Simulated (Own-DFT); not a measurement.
# Stretching a layer in its plane: grey tin, 32 atoms (Sn32)

Everything here is calculated. The program is Own-DFT (plane waves, in-house, since retired, never reviewed by a person); positions were held fixed, and spin and spin-orbit coupling were off.

Common settings: PBE; PseudoDojo norm-conserving scalar-relativistic files; cutoff 42 hartree; 3 x 3 x 5 k mesh centred on Gamma; cold (Marzari-Vanderbilt) smearing of 0.2 eV.

Limits: forces on such cells failed a check on a denser k mesh; stress not checked against mesh or cutoff.

Unstrained cell vectors in Å: (12.978, 0.000, 0.000); (0.000, 12.978, 0.000); (0.000, 0.000, 6.489). The unstrained cell has measured lattice constants (interpolated for alloys), not those of this functional. That, the random moves and any unrelaxed bonds set the pressure at no strain. Each run strains x and y alike by e, as a substrate would, and holds the height along z. Each atom got a random Gaussian move of width 0.05 Å along each axis. Stress is positive in tension.

| e (%) | u (Å) | (s_xx + s_yy)/2 (GPa) | s_zz (GPa) |
|---|---|---|---|
| -2.25 | 0.049 | -6.42 | -5.81 |
| -2.25 | 0.053 | -6.49 | -5.88 |
| -1.75 | 0.048 | -5.80 | -5.32 |
| -1.75 | 0.052 | -5.75 | -5.20 |
| -0.75 | 0.050 | -4.43 | -4.28 |
| -0.75 | 0.049 | -4.50 | -4.22 |
| -0.25 | 0.052 | ? | ? |
| 0.50 | 0.055 | -3.06 | -3.18 |
| 0.50 | 0.044 | -2.91 | -3.03 |
| 1.50 | 0.051 | -2.05 | -2.49 |
| 1.50 | 0.049 | -1.95 | -2.36 |
| 2.00 | 0.049 | -1.47 | -2.06 |
| 2.00 | 0.049 | -1.49 | -2.03 |

## Working it out

With e as a fraction, the in-plane stress is -3.6 + 115 e - 596 e² GPa (errors 1 and 91, scatter 0.05), and s_zz is -3.5 + 87 e - 643 e² GPa (slope ± 1, scatter 0.06). At e = 0 the first slope is C11 + C12 and the second 2 C12, both with the ions held to the strained lattice and at the cell's own pressure. The term in e² is negative: the layer stiffens under compression and softens under tension. A free layer would change its height as e changes, and the in-plane slope would drop by 2 C12²/C11 to the biaxial modulus. At fixed height, a misfit of 1 % moves the in-plane stress by about 1.2 GPa and s_zz by 0.9 GPa.

## Test on the hidden row

The question: what are the two stresses at e = -0.25 %?

The fit gives -3.9 and -3.8 GPa. The calculation gave -3.93 and -3.87 GPa.
